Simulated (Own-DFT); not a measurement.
# Strain and stress in 2H SiC, 72 atoms (C36Si36)

These are calculations, not measurements. The program, named Own-DFT, is a retired in-house plane-wave density functional code that no person has reviewed. Each row is one single-point run on a periodic cell that was not relaxed, without spin or spin-orbit coupling.

Settings of every run: PBE; PseudoDojo norm-conserving scalar-relativistic files; cutoff 42 hartree; 4 x 4 x 3 k mesh centred on Gamma; Fermi-Dirac smearing of 0.1 eV.

Known limits: forces on such cells passed a denser k mesh, each cell not checked; stress not checked against mesh or cutoff.

Unstrained cell vectors in Å: (9.248, 0.000, 0.000); (-4.624, 8.009, 0.000); (0.000, 0.000, 10.068). The unstrained cell has measured lattice constants (interpolated for alloys), not those of this functional. That, the random moves and any unrelaxed bonds set the pressure at no strain. Each run strains this cell uniformly, with the atoms carried along. Every atom was also moved at random, by a Gaussian of width 0.05 Å on each axis. Strain is the symmetric tensor, in per cent. Stress is positive in tension, and the pressure is minus a third of its trace.

```
run  e_xx (%)  e_yy (%)  e_zz (%)  e_yz (%)  e_xz (%)  e_xy (%)  s_xx (GPa)  s_yy (GPa)  s_zz (GPa)  s_yz (GPa)  s_xz (GPa)  s_xy (GPa)  P (GPa)  E (meV/atom)
  1     -1.56      0.34     -1.99      0.31      0.77     -1.82      -12.43       -2.80      -24.75        0.71        1.63       -7.68    13.33          48.9
  2      0.64      1.76     -1.66     -0.71      1.51      0.06       -0.33        6.76      -21.34       -1.60        4.63        0.63     4.97          56.1
  3     -0.60     -0.65     -0.84      1.40     -1.16     -1.00      -10.16       -8.68      -12.52        4.51       -4.10       -4.30    10.45          32.5
  4     -0.87     -0.89     -1.28     -1.03      0.73      1.53      -10.62      -10.57      -18.06       -3.13        1.98        8.83    13.08          36.2
  5     -0.10      0.07     -0.65      0.90     -0.38      0.79       -4.28       -5.34      -11.66        2.97       -1.19        4.79     7.09          32.9
  6      1.72      1.00      1.26     -1.84      1.17      1.49        6.14       -0.15        0.64       -6.79        3.90        6.61    -2.21          32.9
  7      0.64     -0.77     -1.06     -0.79      0.60     -0.57       -0.02       -9.13      -15.81       -2.13        2.67       -2.07     8.32          29.7
  8      0.28      0.74      1.45      0.34      0.23      0.05        0.57        0.00        0.52        0.62        0.09       -0.38    -0.36           2.6
  9      0.21      1.00      0.80     -0.19     -0.34      0.59       -1.85        1.74       -2.18       -0.38       -1.22        3.95     0.76           0.0
 10      0.90      1.66     -0.13     -0.10     -0.80      1.62       -1.42        4.22       -7.04        0.96       -2.64        9.62     1.41          52.9
 11      0.61      0.01     -0.60      0.61      1.18     -1.24       -0.75       -3.69      -11.45        1.58        3.56       -4.99     5.30          18.0
 12     -1.48     -1.34      1.28      1.96     -1.35      1.14      -14.27      -12.62       -0.47        6.23       -4.74        5.58     9.12          38.3
 13     -1.16      0.40     -0.49      0.59     -0.02     -1.56      -11.29       -4.18       -8.75        1.64       -0.84       -6.68     8.07          22.5
 14      1.11      0.02      0.48      1.30      1.09      1.45        2.13       -3.32       -5.01        4.38        4.06        6.69     2.07          29.7
 15      1.14     -0.77      0.62     -0.40     -1.46     -0.78        1.29       -8.27       -3.83       -1.55       -5.36       -3.42     3.60          32.0
 16      1.78     -1.29     -0.20      1.39     -0.54     -0.64        3.57       -7.79       -8.59        4.13       -2.16       -3.13     4.27          16.0
 17     -1.07      0.60      0.21     -1.85     -0.03      0.91           ?           ?           ?           ?           ?           ?        ?             ?
```

E is the free energy for each atom above the lowest run shown.

## Worked fit

Each stress component was fitted by least squares to a constant and the strains of the runs shown, as fractions, with shears doubled. Shear strains stay in the fit of a normal stress only where such slopes are resolved. The slopes, in GPa:

| stress | at no strain | per e_xx | per e_yy | per e_zz | scatter |
|---|---|---|---|---|---|
| s_xx | -4.5 | 550 ± 38 | 71 ± 40 | 35 ± 38 | 1.48 |
| s_yy | -4.6 | 85 ± 31 | 522 ± 33 | -24 ± 31 | 1.21 |
| s_zz | -8.1 | 26 ± 41 | -2 ± 43 | 701 ± 40 | 1.59 |

Each shear stress against twice its own strain: yz 165 ± 6, xz 167 ± 7, xy 248 ± 7 GPa. These are stiffnesses along x, y and z of the frame in which the cell vectors are given, which need not be the crystal's axes. The atoms are held to the strained lattice; where symmetry lets them move under strain, relaxing them would lower some slopes. The table should be nearly symmetric about its diagonal, and what it lacks of that shows the noise. A ninth of its sum, 218 ± 7 GPa, estimates the bulk modulus near the mean pressure of these runs, 5.6 GPa, so it lies above the value at zero pressure.

## Withheld run

Question: what normal stresses and pressure should run 17 give?

The fit gives s_xx = -9.8, s_yy = -2.5, s_zz = -7.0 and P = 6.4 GPa. The calculation gave -11.40, -0.89, -6.29 and P = 6.20 GPa.
